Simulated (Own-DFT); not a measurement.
# Which way do the neighbours of a vacancy move? diamond silicon, 63 atoms (Si63), with one Si vacancy

Calculated results; nothing here was measured. They come from Own-DFT, an in-house plane-wave density functional program, since retired, whose code no person has reviewed. Each row is one single-point run on a periodic cell that was not relaxed, without spin or spin-orbit coupling.

Settings of every run: PBE; PseudoDojo norm-conserving scalar-relativistic files; cutoff 20 hartree; 3 x 3 x 3 k mesh centred on Gamma; Fermi-Dirac smearing of 0.1 eV.

Known limits: not probed for a lower state with spin; forces not confirmed at this smearing and k mesh; stress not checked against mesh or cutoff.

Cell vectors in Å: (10.862, 0.000, 0.000); (0.000, 10.862, 0.000); (0.000, 0.000, 10.862). Every atom was also moved at random, by a Gaussian of width 0.03 Å on each axis. The defect's site can differ from row to row. The empty site has 4 nearest neighbours, all Si. For each, d is its distance from the empty site and R the part of its force along the line away from it, positive outwards. The last column is the rms force component on atoms over 4.5 Å away.

| run | d1 (Å) | d2 (Å) | d3 (Å) | d4 (Å) | R1 (eV/Å) | R2 (eV/Å) | R3 (eV/Å) | R4 (eV/Å) | far F (eV/Å) |
|---|---|---|---|---|---|---|---|---|---|
| 1 | 2.298 | 2.337 | 2.348 | 2.351 | -0.08 | -0.30 | -0.36 | -0.35 | 0.54 |
| 2 | 2.289 | 2.309 | 2.334 | 2.350 | -0.02 | -0.20 | -0.14 | -0.46 | 0.46 |
| 3 | 2.353 | 2.364 | 2.365 | 2.384 | -0.32 | -0.59 | -0.27 | -0.31 | 0.54 |
| 4 | 2.349 | 2.364 | 2.370 | 2.433 | -0.31 | -0.32 | -0.19 | -0.40 | 0.46 |
| 5 | 2.365 | 2.371 | 2.379 | 2.382 | -0.28 | -0.38 | -0.51 | -0.26 | 0.58 |
| 6 | 2.310 | 2.318 | 2.337 | 2.368 | -0.30 | -0.15 | -0.11 | -0.29 | 0.44 |
| 7 | 2.320 | 2.340 | 2.352 | 2.405 | -0.33 | -0.36 | -0.36 | -0.51 | 0.45 |
| 8 | 2.345 | 2.347 | 2.357 | 2.371 | -0.31 | -0.25 | -0.31 | -0.35 | 0.48 |
| 9 | 2.332 | 2.332 | 2.374 | 2.406 | -0.18 | -0.20 | -0.38 | -0.56 | 0.48 |
| 10 | 2.339 | 2.345 | 2.363 | 2.372 | ? | ? | ? | ? | ? |

## Worked fit

A straight line through the 36 neighbours shown gives R = -0.31 - 2.8 (d - 2.353) eV/Å, with a scatter of 0.10 left by the moves of the other atoms. The slope, with an error of 0.5, is the pull back towards the neighbour's own site. The constant, -0.31 ± 0.02 eV/Å, is the force at the mean distance: with one bond gone, the neighbours are pushed inwards, towards the empty site. It shows how a relaxation would start, not where it would end, and it depends somewhat on the width of the random moves.

## Withheld run

Question: what mean R should the neighbours of run 10 feel? Their mean d is 2.355 Å.

The line gives -0.31 ± 0.04 eV/Å, by the scatter of the means of the runs shown. The calculation gave R = -0.41, -0.40, -0.24, -0.35, a mean of -0.35 eV/Å.
